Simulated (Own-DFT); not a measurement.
# Computed records: GaN (wurtzite, strained, atoms displaced)

A calculation, not a measurement: plane-wave PBE density functional theory by an unreviewed code, no spin, of a simulated periodic cell, stress positive in tension, free energy of the whole cell less one offset for each atom, forces on such cells passed a denser k mesh, this cell's mesh not checked; offsets are fitted by least squares, one for each functional and potential file, so energies compare only between cells with the same atoms and settings and are not formation energies; the far tail of each file's local potential was reset to the Coulomb form; each entry is a single point on an unrelaxed cell, so the pressure reflects the starting lattice, mostly measured values (interpolated for alloys), from which strain is counted, and rises with the displacements; printed positions are rounded, which can move forces by about a meV/angstrom; the program, named Own-DFT, is a retired in-house code; no spin-orbit coupling. Program: Own-DFT development build.

Settings shared by all entries: functional PBE; potential files PseudoDojo norm-conserving, scalar-relativistic, standard set with the stringent files for Ga; wave cutoff 96 hartree; occupations Gaussian; smearing width 0.01 eV; k mesh 3 x 4 x 3 centred on Gamma.

(1) 
```cif
# cell vector a (Å): 12.7560 0.0000 0.0000
# cell vector b (Å): -4.7835 8.2853 0.0000
# cell vector c (Å): 0.0000 0.0000 10.4478
data_GaN
_symmetry_space_group_name_H-M 'P 1'
_symmetry_Int_Tables_number 1
_cell_length_a 12.7560
_cell_length_b 9.5670
_cell_length_c 10.4478
_cell_angle_alpha 90.000
_cell_angle_beta 90.000
_cell_angle_gamma 120.000
_cell_volume 1104.20
loop_
_atom_site_label
_atom_site_type_symbol
_atom_site_fract_x
_atom_site_fract_y
_atom_site_fract_z
_atom_site_occupancy
Ga1 Ga 0.08882 0.23592 0.00674 1
Ga2 Ga 0.16772 0.10965 0.25333 1
N1 N 0.08364 0.22149 0.18972 1
N2 N 0.16828 0.11687 0.43998 1
Ga3 Ga 0.08282 0.21223 0.49115 1
Ga4 Ga 0.15999 0.09904 0.75308 1
N3 N 0.07585 0.21835 0.68703 1
N4 N 0.16112 0.11185 0.94387 1
Ga5 Ga 0.08681 0.55743 0.99850 1
Ga6 Ga 0.15773 0.43490 0.24898 1
N5 N 0.07493 0.55630 0.17916 1
N6 N 0.17380 0.44569 0.43812 1
Ga7 Ga 0.08935 0.55408 0.49684 1
Ga8 Ga 0.17159 0.44545 0.75192 1
N7 N 0.07566 0.55344 0.69051 1
N8 N 0.17258 0.44324 0.94175 1
Ga9 Ga 0.07948 0.88614 0.99931 1
Ga10 Ga 0.16307 0.77695 0.24895 1
N9 N 0.08246 0.88749 0.18733 1
N10 N 0.16325 0.77905 0.44131 1
Ga11 Ga 0.08707 0.89691 0.49422 1
Ga12 Ga 0.16137 0.77161 0.75450 1
N11 N 0.09069 0.90047 0.68653 1
N12 N 0.16019 0.77642 0.93399 1
Ga13 Ga 0.33996 0.22548 0.00096 1
Ga14 Ga 0.41061 0.10752 0.24866 1
N13 N 0.33355 0.21537 0.19260 1
N14 N 0.41500 0.11885 0.43853 1
Ga15 Ga 0.33789 0.22750 0.50541 1
Ga16 Ga 0.41703 0.10988 0.75542 1
N15 N 0.33556 0.22270 0.69495 1
N16 N 0.41575 0.10284 0.93538 1
Ga17 Ga 0.33645 0.55158 0.99645 1
Ga18 Ga 0.41702 0.43680 0.25726 1
N17 N 0.34563 0.57093 0.19312 1
N18 N 0.41512 0.43851 0.43731 1
Ga19 Ga 0.33411 0.54865 0.49697 1
Ga20 Ga 0.42161 0.46230 0.75052 1
N19 N 0.33520 0.56272 0.69165 1
N20 N 0.41823 0.44080 0.94474 1
Ga21 Ga 0.33007 0.88812 0.00030 1
Ga22 Ga 0.41452 0.78120 0.24948 1
N21 N 0.33553 0.88857 0.18670 1
N22 N 0.41650 0.77412 0.44111 1
Ga23 Ga 0.33424 0.88300 0.50603 1
Ga24 Ga 0.41743 0.78352 0.74989 1
N23 N 0.32905 0.89629 0.68979 1
N24 N 0.41242 0.77147 0.93687 1
Ga25 Ga 0.59032 0.22531 0.00234 1
Ga26 Ga 0.67061 0.10922 0.24892 1
N25 N 0.58098 0.22422 0.18925 1
N26 N 0.65984 0.10655 0.43934 1
Ga27 Ga 0.58692 0.22722 0.50050 1
Ga28 Ga 0.66569 0.10479 0.75986 1
N27 N 0.58783 0.22784 0.68660 1
N28 N 0.66858 0.11304 0.93950 1
Ga29 Ga 0.58505 0.55793 0.00083 1
Ga30 Ga 0.66974 0.45423 0.24885 1
N29 N 0.58047 0.55742 0.18679 1
N30 N 0.66978 0.45286 0.44627 1
Ga31 Ga 0.58345 0.55404 0.49390 1
Ga32 Ga 0.66827 0.44645 0.74632 1
N31 N 0.58872 0.55963 0.69617 1
N32 N 0.67022 0.45141 0.93827 1
Ga33 Ga 0.58567 0.89870 0.00752 1
Ga34 Ga 0.66598 0.78568 0.24879 1
N33 N 0.58392 0.88675 0.18909 1
N34 N 0.66773 0.78140 0.43381 1
Ga35 Ga 0.57860 0.88617 0.50389 1
Ga36 Ga 0.66877 0.77909 0.75263 1
N35 N 0.58302 0.89795 0.69241 1
N36 N 0.66336 0.77577 0.93344 1
Ga37 Ga 0.83773 0.22890 0.99509 1
Ga38 Ga 0.91816 0.11335 0.25188 1
N37 N 0.83076 0.21410 0.18484 1
N38 N 0.91050 0.10464 0.43995 1
Ga39 Ga 0.82983 0.21774 0.49424 1
Ga40 Ga 0.92400 0.11933 0.75779 1
N39 N 0.83295 0.22661 0.69073 1
N40 N 0.91970 0.11767 0.94320 1
Ga41 Ga 0.84007 0.55932 0.99880 1
Ga42 Ga 0.92261 0.45531 0.25020 1
N41 N 0.84020 0.55385 0.18902 1
N42 N 0.91688 0.44084 0.42689 1
Ga43 Ga 0.83097 0.55509 0.50451 1
Ga44 Ga 0.91879 0.43204 0.74878 1
N43 N 0.82291 0.54264 0.69126 1
N44 N 0.90953 0.43797 0.94289 1
Ga45 Ga 0.83394 0.89693 0.00054 1
Ga46 Ga 0.92074 0.77396 0.25722 1
N45 N 0.82817 0.89134 0.19232 1
N46 N 0.91952 0.77965 0.43547 1
Ga47 Ga 0.83109 0.89108 0.49322 1
Ga48 Ga 0.90967 0.77356 0.75437 1
N47 N 0.82616 0.88283 0.68311 1
N48 N 0.91762 0.77547 0.94292 1
_calc_free_energy_of_cell_above_offsets '-5.701'  # eV
_calc_pressure 5.48  # GPa
_calc_stress_xx -5.65  # GPa
_calc_stress_yy -7.08  # GPa
_calc_stress_zz -3.72  # GPa
_calc_stress_yz 0.11  # GPa
_calc_stress_xz 0.73  # GPa
_calc_stress_xy 0.16  # GPa
```

Force:
```tsv
element	x (eV/Å)	y (eV/Å)	z (eV/Å)
Ga	0.178	-2.112	-0.529
Ga	0.061	-0.046	-0.622
N	0.145	-0.354	0.467
N	1.289	-0.515	-0.833
Ga	-1.999	1.313	1.851
Ga	0.266	3.154	0.762
N	2.04	1.105	-0.589
N	0.977	0.067	-0.148
Ga	-0.612	-0.396	-0.709
Ga	1.102	2.38	-0.011
N	2.506	0.373	0.921
N	-1.257	-0.989	-0.409
Ga	-1.356	-0.113	0.539
Ga	-0.954	-0.655	-0.386
N	2.187	0.345	-0.706
N	-1.187	1.053	-0.726
Ga	0.224	1.04	0.341
Ga	0.899	0.059	0.301
N	0.015	0.49	0.228
N	1.183	-0.373	-0.796
Ga	-0.26	-0.707	1.437
Ga	-0.189	0.919	-1.436
N	-0.94	-3.303	-0.634
N	0.812	-0.08	1.191
Ga	-0.737	-1.272	-0.091
Ga	1.803	0.034	1
N	-1.411	0.958	-0.944
N	1.169	-1.25	-0.093
Ga	-0.247	-0.994	1.029
Ga	0.231	1.113	-1.206
N	-0.949	0.921	-0.258
N	0.149	1.013	1.322
Ga	0.277	0.985	1.651
Ga	-0.602	0.93	-1.662
N	-0.993	-3.066	-0.771
N	0.308	0.845	0.805
Ga	0.169	1	0.569
Ga	1.144	-2.109	0.566
N	-0.211	-0.188	-1.04
N	-0.033	0.573	-1.073
Ga	0.433	-0.649	-0.334
Ga	0.943	0.275	0.692
N	-1.369	-0.135	0.053
N	-0.443	-0.114	-0.238
Ga	-0.861	1.209	-0.594
Ga	-0.526	0.478	0.394
N	0.834	-1.494	0.118
N	0.192	0.959	0.308
Ga	-1.154	0.563	-0.066
Ga	-1.266	0.437	0.35
N	0.621	-0.04	0.241
N	0.773	0.249	-0.479
Ga	-0.778	-0.478	0.123
Ga	-0.393	1.894	-1.537
N	-0.295	-1.158	0.657
N	0.179	-0.05	0.622
Ga	0.25	-0.044	-0.045
Ga	0.329	-0.691	0.057
N	0.624	0.146	0.682
N	0.197	-0.877	-1.712
Ga	-0.498	1.09	1.391
Ga	-1.179	-1.233	1.473
N	-1.399	0.008	-1.637
N	0.282	-0.625	0.187
Ga	-0.047	-1.545	-1.158
Ga	0.537	-1.384	0.231
N	-1.34	0.848	0.03
N	-0.823	-0.619	0.648
Ga	0.759	0.394	0.054
Ga	-0.831	0.221	-0.571
N	0.566	-1.646	-0.661
N	0.131	1.086	1.464
Ga	-0.439	-1.486	1.557
Ga	-0.7	-0.568	-0.32
N	0.451	1.388	0.143
N	0.902	1.397	-0.759
Ga	-0.389	0.507	0.926
Ga	-1.647	-1.435	-0.898
N	0.416	-2.321	-0.797
N	0.466	-0.055	-0.352
Ga	-1.369	-0.626	0.61
Ga	-0.595	-2.519	-0.58
N	-2.019	0.813	-0.408
N	0.131	0.287	2.443
Ga	1.287	0.406	-0.047
Ga	-2.205	1.529	0.993
N	2.884	2.072	-0.592
N	1.823	1.613	-1.467
Ga	0.01	-1.003	0.541
Ga	-1.341	0.228	-1.594
N	1.823	-0.215	-0.655
N	-0.305	-0.052	1.326
Ga	0.525	-1.234	1.074
Ga	0.62	0.057	-0.956
N	1.147	1.237	0.511
N	-1.128	0.761	-0.742
```

(2) 
```cif
# cell vector a (Å): 12.7560 0.0000 0.0000
# cell vector b (Å): -4.7835 8.2853 0.0000
# cell vector c (Å): 0.0000 0.0000 10.4478
data_GaN
_symmetry_space_group_name_H-M 'P 1'
_symmetry_Int_Tables_number 1
_cell_length_a 12.7560
_cell_length_b 9.5670
_cell_length_c 10.4478
_cell_angle_alpha 90.000
_cell_angle_beta 90.000
_cell_angle_gamma 120.000
_cell_volume 1104.20
loop_
_atom_site_label
_atom_site_type_symbol
_atom_site_fract_x
_atom_site_fract_y
_atom_site_fract_z
_atom_site_occupancy
Ga1 Ga 0.08502 0.22680 0.99059 1
Ga2 Ga 0.16725 0.11303 0.24689 1
N1 N 0.08114 0.22853 0.18844 1
N2 N 0.16512 0.10498 0.44237 1
Ga3 Ga 0.07880 0.21655 0.51128 1
Ga4 Ga 0.16825 0.11919 0.74628 1
N3 N 0.08524 0.22358 0.69237 1
N4 N 0.16660 0.10890 0.93285 1
Ga5 Ga 0.07811 0.55541 0.00146 1
Ga6 Ga 0.15856 0.44739 0.26173 1
N5 N 0.09161 0.56580 0.19081 1
N6 N 0.17533 0.45879 0.44146 1
Ga7 Ga 0.07898 0.55391 0.49404 1
Ga8 Ga 0.16678 0.44307 0.75568 1
N7 N 0.09013 0.55850 0.69088 1
N8 N 0.16185 0.45438 0.93635 1
Ga9 Ga 0.07915 0.88319 0.99979 1
Ga10 Ga 0.17238 0.78590 0.25409 1
N9 N 0.08536 0.88212 0.18896 1
N10 N 0.16430 0.77693 0.44308 1
Ga11 Ga 0.08075 0.89171 0.50324 1
Ga12 Ga 0.16409 0.78252 0.74648 1
N11 N 0.08696 0.88674 0.68895 1
N12 N 0.16697 0.77650 0.93111 1
Ga13 Ga 0.33176 0.22226 0.99857 1
Ga14 Ga 0.41432 0.11574 0.24922 1
N13 N 0.33712 0.21747 0.18242 1
N14 N 0.41903 0.10703 0.43633 1
Ga15 Ga 0.33743 0.22688 0.48624 1
Ga16 Ga 0.41252 0.10934 0.75024 1
N15 N 0.33570 0.22084 0.69482 1
N16 N 0.42294 0.11308 0.93832 1
Ga17 Ga 0.33398 0.56220 0.99421 1
Ga18 Ga 0.41822 0.45545 0.24590 1
N17 N 0.33743 0.55592 0.19242 1
N18 N 0.42583 0.45277 0.44365 1
Ga19 Ga 0.33096 0.54929 0.50047 1
Ga20 Ga 0.41919 0.44420 0.75979 1
N19 N 0.33371 0.55732 0.68077 1
N20 N 0.40988 0.44598 0.94299 1
Ga21 Ga 0.33691 0.88855 0.00020 1
Ga22 Ga 0.42383 0.78771 0.25080 1
N21 N 0.32892 0.89473 0.19522 1
N22 N 0.42168 0.78382 0.43662 1
Ga23 Ga 0.33474 0.88982 0.49359 1
Ga24 Ga 0.41107 0.77077 0.75150 1
N23 N 0.32502 0.88372 0.68576 1
N24 N 0.41895 0.78432 0.93734 1
Ga25 Ga 0.59218 0.22968 0.98931 1
Ga26 Ga 0.66289 0.11971 0.24133 1
N25 N 0.58375 0.21705 0.18259 1
N26 N 0.66034 0.11099 0.44526 1
Ga27 Ga 0.58257 0.22144 0.50741 1
Ga28 Ga 0.66003 0.10399 0.76201 1
N27 N 0.58447 0.21537 0.68608 1
N28 N 0.66493 0.10545 0.93934 1
Ga29 Ga 0.58328 0.56152 0.99233 1
Ga30 Ga 0.67174 0.44655 0.24650 1
N29 N 0.58464 0.56068 0.19927 1
N30 N 0.66288 0.44415 0.44349 1
Ga31 Ga 0.58821 0.56320 0.50231 1
Ga32 Ga 0.66841 0.44688 0.75082 1
N31 N 0.57395 0.54976 0.69501 1
N32 N 0.66586 0.43593 0.94340 1
Ga33 Ga 0.57861 0.88700 0.00252 1
Ga34 Ga 0.66600 0.77816 0.24676 1
N33 N 0.58732 0.89643 0.18629 1
N34 N 0.65927 0.77443 0.43174 1
Ga35 Ga 0.58063 0.88330 0.50749 1
Ga36 Ga 0.67363 0.78438 0.75603 1
N35 N 0.58639 0.88900 0.69117 1
N36 N 0.67291 0.78161 0.93342 1
Ga37 Ga 0.83265 0.21847 0.99973 1
Ga38 Ga 0.91558 0.10671 0.24923 1
N37 N 0.83412 0.22132 0.18969 1
N38 N 0.91693 0.11155 0.44110 1
Ga39 Ga 0.83984 0.22675 0.50483 1
Ga40 Ga 0.91686 0.11268 0.75473 1
N39 N 0.83211 0.22924 0.68635 1
N40 N 0.91608 0.11675 0.93994 1
Ga41 Ga 0.83056 0.55688 0.00140 1
Ga42 Ga 0.91208 0.44805 0.25403 1
N41 N 0.84135 0.56006 0.18869 1
N42 N 0.90709 0.43988 0.43438 1
Ga43 Ga 0.83524 0.55067 0.50025 1
Ga44 Ga 0.91473 0.45309 0.74335 1
N43 N 0.83219 0.55321 0.68363 1
N44 N 0.91709 0.44328 0.93691 1
Ga45 Ga 0.83687 0.89613 0.99315 1
Ga46 Ga 0.92401 0.78438 0.25284 1
N45 N 0.83480 0.88184 0.18695 1
N46 N 0.91763 0.77856 0.44579 1
Ga47 Ga 0.83067 0.89044 0.50762 1
Ga48 Ga 0.91650 0.77520 0.74759 1
N47 N 0.82536 0.88116 0.68681 1
N48 N 0.92187 0.77936 0.93878 1
_calc_free_energy_of_cell_above_offsets '-5.235'  # eV
_calc_pressure 5.46  # GPa
_calc_stress_xx -6.98  # GPa
_calc_stress_yy -5.36  # GPa
_calc_stress_zz -4.03  # GPa
_calc_stress_yz 0.55  # GPa
_calc_stress_xz -0.6  # GPa
_calc_stress_xy 0.88  # GPa
```

Force:
```tsv
element	x (eV/Å)	y (eV/Å)	z (eV/Å)
Ga	0.354	0.307	1.449
Ga	-0.224	0.028	0.097
N	0.856	-0.455	-0.379
N	-0.389	1.604	-0.804
Ga	0.717	0.889	-1.76
Ga	1.511	-1.361	0.318
N	-1.004	-0.202	0.209
N	-0.601	0.244	0.715
Ga	0.058	0.955	0.352
Ga	1.776	-0.089	-1.523
N	-1.497	-0.621	-0.117
N	-1.678	-2.427	0.174
Ga	0.388	0.521	1.394
Ga	-0.15	1.184	-1.231
N	-1.595	-0.621	-1.054
N	1.801	-0.965	0.518
Ga	1.839	0.782	0.141
Ga	-0.591	-1.198	0.662
N	-0.855	1.449	-0.417
N	-0.23	0.289	-0.638
Ga	1.119	-0.831	0.119
Ga	1.532	-1.297	0.54
N	-2.644	1.232	-0.308
N	-0.064	0.396	1.331
Ga	0.684	-0.643	-0.208
Ga	1.902	-0.335	0.284
N	-2.07	1.519	0.577
N	-0.912	1.032	-0.16
Ga	0.29	-0.303	1.634
Ga	1.077	-0.726	-0.082
N	-1.012	0.851	-1.211
N	-0.707	0.046	-0.012
Ga	-1.115	-0.312	1.797
Ga	1.232	-1.502	1.142
N	-2.212	1.12	-1.169
N	-1.28	-0.98	-1.203
Ga	1.316	1.704	-0.358
Ga	-1.59	-0.669	-1.408
N	0.229	-0.922	2.121
N	1.267	0.132	-0.143
Ga	-1.746	0.611	0.47
Ga	-0.782	-0.743	0.242
N	2.328	-0.087	-1.444
N	-0.5	-1.068	0.239
Ga	-0.143	-0.664	1.057
Ga	-0.089	1.068	-1.145
N	1.621	0.787	-0.078
N	0.244	-0.937	-0.118
Ga	-1.081	-2.793	1.957
Ga	2.292	-1.105	2.526
N	-1.991	1.944	-0.674
N	1.729	-0.123	-1.168
Ga	0.126	0.127	-1.188
Ga	0.685	0.496	-2.519
N	-0.925	0.813	1.98
N	0.587	0.265	0.739
Ga	0.289	-0.753	1.534
Ga	-0.794	-0.323	0.88
N	0.75	-0.864	-2.374
N	1.037	0.149	-0.667
Ga	-0.013	-0.561	0.349
Ga	-0.621	-0.951	-0.485
N	2.373	1.465	-0.305
N	-0.75	3.362	-1.417
Ga	1.07	0.186	-0.047
Ga	0.26	0.844	0.442
N	0.105	-0.445	-0.295
N	1.224	1.118	1.141
Ga	-0.015	1.302	-0.836
Ga	-2.154	-1.529	-1.229
N	-0.507	-0.617	0.734
N	-0.826	-0.065	1.578
Ga	-0.756	1.18	0.663
Ga	-0.233	0.085	0.167
N	-0.24	0.292	-0.255
N	0.247	-0.112	-0.096
Ga	-1.999	-1.306	-0.746
Ga	-0.903	0.299	-0.937
N	0.72	-0.833	1.271
N	0.91	-0.609	-0.678
Ga	1.258	-0.06	0.028
Ga	2.062	-0.806	-1.119
N	-1.628	0.396	-0.329
N	1.961	0.158	0.523
Ga	-2.083	0.743	-0.356
Ga	2.257	-0.88	1.237
N	-0.921	0.924	0.59
N	-1.256	-0.125	-0.116
Ga	0.691	-0.763	1.399
Ga	-0.449	-0.587	0.509
N	-0.474	0.777	-0.413
N	-0.731	-0.17	-0.716
Ga	-0.297	-0.647	-1.964
Ga	0.391	0.41	0.064
N	2.019	1.46	0.872
N	-1.858	-0.559	-0.868
```

(3) 
```cif
# cell vector a (Å): 12.7560 0.0000 0.0000
# cell vector b (Å): -4.7835 8.2853 0.0000
# cell vector c (Å): 0.0000 0.0000 10.4478
data_GaN
_symmetry_space_group_name_H-M 'P 1'
_symmetry_Int_Tables_number 1
_cell_length_a 12.7560
_cell_length_b 9.5670
_cell_length_c 10.4478
_cell_angle_alpha 90.000
_cell_angle_beta 90.000
_cell_angle_gamma 120.000
_cell_volume 1104.20
loop_
_atom_site_label
_atom_site_type_symbol
_atom_site_fract_x
_atom_site_fract_y
_atom_site_fract_z
_atom_site_occupancy
Ga1 Ga 0.08066 0.21930 0.99760 1
Ga2 Ga 0.17520 0.11815 0.24575 1
N1 N 0.07972 0.21702 0.18622 1
N2 N 0.17268 0.10857 0.45671 1
Ga3 Ga 0.08745 0.22197 0.50614 1
Ga4 Ga 0.16969 0.11151 0.75875 1
N3 N 0.08364 0.22715 0.68558 1
N4 N 0.17394 0.11087 0.93690 1
Ga5 Ga 0.09121 0.55834 0.01092 1
Ga6 Ga 0.16397 0.44260 0.24933 1
N5 N 0.07448 0.54644 0.18484 1
N6 N 0.17184 0.46118 0.43334 1
Ga7 Ga 0.08059 0.54947 0.50378 1
Ga8 Ga 0.16750 0.43828 0.74776 1
N7 N 0.08731 0.55632 0.68560 1
N8 N 0.15927 0.44732 0.93615 1
Ga9 Ga 0.08763 0.88425 0.00282 1
Ga10 Ga 0.16264 0.77123 0.25779 1
N9 N 0.08448 0.88895 0.19507 1
N10 N 0.16187 0.77297 0.43005 1
Ga11 Ga 0.08538 0.88113 0.49839 1
Ga12 Ga 0.16502 0.77442 0.74431 1
N11 N 0.08411 0.89201 0.69478 1
N12 N 0.16247 0.77134 0.93680 1
Ga13 Ga 0.32893 0.21315 0.00436 1
Ga14 Ga 0.41994 0.12048 0.25089 1
N13 N 0.33251 0.22620 0.18735 1
N14 N 0.41614 0.10719 0.43865 1
Ga15 Ga 0.32572 0.21853 0.50190 1
Ga16 Ga 0.41317 0.10869 0.74896 1
N15 N 0.33425 0.22480 0.69527 1
N16 N 0.41816 0.11592 0.93939 1
Ga17 Ga 0.33381 0.55429 0.00016 1
Ga18 Ga 0.42174 0.45011 0.24983 1
N17 N 0.33435 0.55309 0.18671 1
N18 N 0.41662 0.45097 0.44020 1
Ga19 Ga 0.33293 0.55626 0.49307 1
Ga20 Ga 0.42371 0.45905 0.75466 1
N19 N 0.33627 0.55437 0.69460 1
N20 N 0.41507 0.44543 0.93605 1
Ga21 Ga 0.33796 0.88802 0.99848 1
Ga22 Ga 0.41823 0.77810 0.24768 1
N21 N 0.33251 0.88297 0.18308 1
N22 N 0.42003 0.78475 0.43570 1
Ga23 Ga 0.33075 0.88693 0.50528 1
Ga24 Ga 0.41550 0.77214 0.75494 1
N23 N 0.33760 0.89003 0.68725 1
N24 N 0.40970 0.77094 0.93423 1
Ga25 Ga 0.58630 0.21089 0.99541 1
Ga26 Ga 0.66312 0.11310 0.24224 1
N25 N 0.58602 0.23246 0.18074 1
N26 N 0.66659 0.10834 0.44494 1
Ga27 Ga 0.58449 0.23306 0.50158 1
Ga28 Ga 0.67099 0.11495 0.75814 1
N27 N 0.58285 0.21343 0.67877 1
N28 N 0.67007 0.11441 0.93657 1
Ga29 Ga 0.58540 0.55598 0.99659 1
Ga30 Ga 0.65951 0.43127 0.24961 1
N29 N 0.58967 0.56299 0.18440 1
N30 N 0.66940 0.43860 0.43991 1
Ga31 Ga 0.57712 0.54669 0.50996 1
Ga32 Ga 0.66495 0.44872 0.74911 1
N31 N 0.58210 0.55965 0.68665 1
N32 N 0.66348 0.43472 0.93092 1
Ga33 Ga 0.58664 0.89184 0.01174 1
Ga34 Ga 0.67085 0.77951 0.24282 1
N33 N 0.58598 0.89679 0.17949 1
N34 N 0.66622 0.78190 0.43832 1
Ga35 Ga 0.58611 0.89722 0.49500 1
Ga36 Ga 0.66328 0.77077 0.75244 1
N35 N 0.58176 0.88803 0.69199 1
N36 N 0.66370 0.78141 0.94416 1
Ga37 Ga 0.83591 0.21724 0.99690 1
Ga38 Ga 0.91738 0.10737 0.24942 1
N37 N 0.83822 0.22865 0.18848 1
N38 N 0.91813 0.10243 0.44559 1
Ga39 Ga 0.82916 0.22354 0.51029 1
Ga40 Ga 0.91251 0.11120 0.75265 1
N39 N 0.82901 0.21193 0.68787 1
N40 N 0.91671 0.10910 0.94663 1
Ga41 Ga 0.83915 0.55714 0.99835 1
Ga42 Ga 0.92066 0.44669 0.25060 1
N41 N 0.83117 0.55965 0.18675 1
N42 N 0.91704 0.43705 0.43297 1
Ga43 Ga 0.83619 0.55730 0.50666 1
Ga44 Ga 0.91305 0.43540 0.76320 1
N43 N 0.83559 0.56726 0.68637 1
N44 N 0.92107 0.43733 0.94754 1
Ga45 Ga 0.83267 0.88809 0.99891 1
Ga46 Ga 0.90986 0.77408 0.25185 1
N45 N 0.83369 0.89005 0.18613 1
N46 N 0.91670 0.78517 0.44146 1
Ga47 Ga 0.83129 0.89106 0.49434 1
Ga48 Ga 0.92099 0.78123 0.74889 1
N47 N 0.82853 0.88142 0.68770 1
N48 N 0.91443 0.77391 0.93754 1
_calc_free_energy_of_cell_above_offsets '-4.907'  # eV
_calc_pressure 5.69  # GPa
_calc_stress_xx -5.35  # GPa
_calc_stress_yy -5.83  # GPa
_calc_stress_zz -5.89  # GPa
_calc_stress_yz -0.44  # GPa
_calc_stress_xz 0.48  # GPa
_calc_stress_xy -0.07  # GPa
```

Force:
```tsv
element	x (eV/Å)	y (eV/Å)	z (eV/Å)
Ga	0.971	0.734	0.275
Ga	-1.78	-1.378	1.408
N	0.981	0.601	0.261
N	-2.714	-0.833	-2.781
Ga	-0.604	-0.095	-1.291
Ga	-0.263	0.324	-1.748
N	0.079	-1.328	1.513
N	-2.026	-0.603	1.252
Ga	-1.229	0.259	-1.881
Ga	0.262	-0.066	-0.308
N	1.823	1.447	1.565
N	0.293	-2.057	0.318
Ga	-0.46	0.364	-0.579
Ga	-0.256	1.359	0.636
N	-0.828	-0.843	0.555
N	2.242	-1.242	0.029
Ga	-0.981	0.087	0.221
Ga	0.496	0.394	-2.806
N	-0.231	0.116	-0.598
N	0.94	-0.25	2.905
Ga	-1.422	0.748	0.776
Ga	0.343	0.361	1.076
N	0.707	-0.118	-1.114
N	0.885	0.46	-0.147
Ga	1.093	1.763	-0.786
Ga	0.034	-1.586	-0.031
N	1.33	0.578	0.274
N	-0.564	0.874	-0.272
Ga	3.148	1.651	1.296
Ga	0.723	0.624	0.106
N	0.078	0.591	-0.717
N	0.623	-0.977	-0.161
Ga	-0.594	-0.376	-0.263
Ga	0.028	0.22	0.074
N	-0.422	0.172	0.183
N	0.665	-1.351	-0.599
Ga	0.051	1.288	1.284
Ga	-0.315	-2.163	-0.187
N	-1.032	0.047	-1.595
N	0.619	-0.361	1.08
Ga	-1.326	0.077	-0.176
Ga	-0.349	0.034	0.316
N	-0.448	0.791	0.845
N	-0.347	-0.617	-0.064
Ga	0.545	0.018	-1.161
Ga	0.226	0.855	-1.172
N	-0.9	-0.68	0.456
N	1.264	0.744	1.332
Ga	-2.056	1.752	0.016
Ga	1.316	0.825	1.666
N	-0.128	-2.588	-0.088
N	-0.587	1.844	-1.887
Ga	0.554	-2.696	-0.366
Ga	-1.334	-1.505	-1.978
N	-0.459	1.174	2.359
N	0.978	-1.097	0.845
Ga	-0.049	-0.625	0.186
Ga	0.691	3.424	0.616
N	-0.43	-1.253	0.255
N	-0.966	1.877	-0.607
Ga	0.639	1.407	-2.338
Ga	0.731	-1	-0.535
N	0.716	-0.766	0.922
N	0.319	0.886	0.87
Ga	-0.903	-0.498	-4.301
Ga	-0.693	0.207	1.49
N	-0.046	-0.651	3.466
N	0.031	-1.187	-0.764
Ga	-0.042	-1.498	1.552
Ga	-0.306	2.005	-0.018
N	0.357	0.085	-0.162
N	0.813	-0.478	-0.757
Ga	-0.663	0.624	1.755
Ga	-0.753	0.493	1.032
N	-0.578	-1.3	-0.269
N	-0.428	2.593	-1.132
Ga	0.961	-0.603	-2.267
Ga	1.395	-1.225	-0.32
N	-0.003	1.676	1.433
N	0.257	-0.507	-1.765
Ga	-0.782	-0.825	0.341
Ga	-2.034	-0.653	-0.107
N	0.427	-1.016	0.191
N	-0.546	0.694	1.451
Ga	0.172	0.18	-1.523
Ga	0.259	1.164	-1.3
N	0.677	-2.018	1.089
N	-0.743	0.785	-0.876
Ga	0.345	-0.706	0.07
Ga	0.907	0.484	0.263
N	0.151	0.113	-0.152
N	0.893	-1.244	-0.434
Ga	-0.123	-1.121	1.516
Ga	-0.928	0.393	0.391
N	0.207	0.917	0.465
N	0.422	0.802	0.103
```
